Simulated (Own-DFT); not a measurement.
# Which defects push the lattice out? monoclinic HfO2

Everything here is calculated. The program is Own-DFT (plane waves, in-house, since retired, never reviewed by a person); positions were held fixed, and spin and spin-orbit coupling were off.

Settings: PBE; PseudoDojo norm-conserving scalar-relativistic files; cutoff 72 hartree; 2 x 2 x 2 k mesh centred on Gamma; Fermi-Dirac smearing of 0.1 eV.

Keep in mind (not all hold for every row): not probed for a lower state with spin; hafnium file: forces about 75 meV/angstrom off all-electron values; oxygen file: force components 24 meV/angstrom off all-electron in a glass; forces on such cells passed a denser k mesh, each cell not checked; stress not checked against mesh or cutoff.

All runs share one cell, with vectors in Å (10.234, 0.000, 0.000); (0.000, 10.350, 0.000); (-1.696, 0.000, 10.445) and a volume of 1106.4 Å³. u is the rms random offset of the atoms per axis. The defect's site can differ from row to row.

```
                                      cell     formula   u (Å)  P (GPa)
                                 no defect     Hf32O64  0.0188     3.73
                                 no defect     Hf32O64  0.0497     5.51
                                 no defect     Hf32O64  0.0525     6.55
                       one Si on a Hf site   Hf31O64Si  0.0300     2.52
                       one Si on a Hf site   Hf31O64Si  0.0496     4.04
                       one Si on a Hf site   Hf31O64Si  0.0527     4.62
two Al on a Hf site each and one O vacancy  Al2Hf30O63  0.0290        ?
two Al on a Hf site each and one O vacancy  Al2Hf30O63  0.0301     1.98
two Al on a Hf site each and one O vacancy  Al2Hf30O63  0.0452     2.66
two Al on a Hf site each and one O vacancy  Al2Hf30O63  0.0474     3.11
                             one O vacancy     Hf32O63  0.0294     3.94
                             one O vacancy     Hf32O63  0.0487     4.92
                             one O vacancy     Hf32O63  0.0490     6.20
                  two Al on a Hf site each  Al2Hf30O64  0.0307     2.63
                  two Al on a Hf site each  Al2Hf30O64  0.0313     2.28
                  two Al on a Hf site each  Al2Hf30O64  0.0487     3.47
```

## Analysis

P = P0 + c u² + a shift for each defect gives P0 = 3.44 GPa, c = 978 ± 128 GPa/Å² and a scatter of 0.39 GPa. The shifts, and each times the cell's volume:

- one O vacancy: -0.26 ± 0.32 GPa, -1.8 eV (not resolved)
- one Si on a Hf site: -1.72 ± 0.32 GPa, -11.9 eV
- two Al on a Hf site each: -2.05 ± 0.33 GPa, -14.2 eV (-7.1 eV for each of its 2 sites)
- two Al on a Hf site each and one O vacancy: -2.56 ± 0.32 GPa, -17.7 eV

A positive shift means that the defect pushes the cell outwards. Shift times volume (160.2 GPa Å³ is 1 eV) depends little on the cell's size, so, taken for each site, it can be compared between cells at like pressure. The atoms around the defects weren't relaxed, which would change these numbers.

## Check

Q: what pressure belongs in the blank (two Al on a Hf site each and one O vacancy, u = 0.0290 Å)?

The fitted form gives 1.71 ± 0.47 GPa. The calculation gave 1.41 GPa.
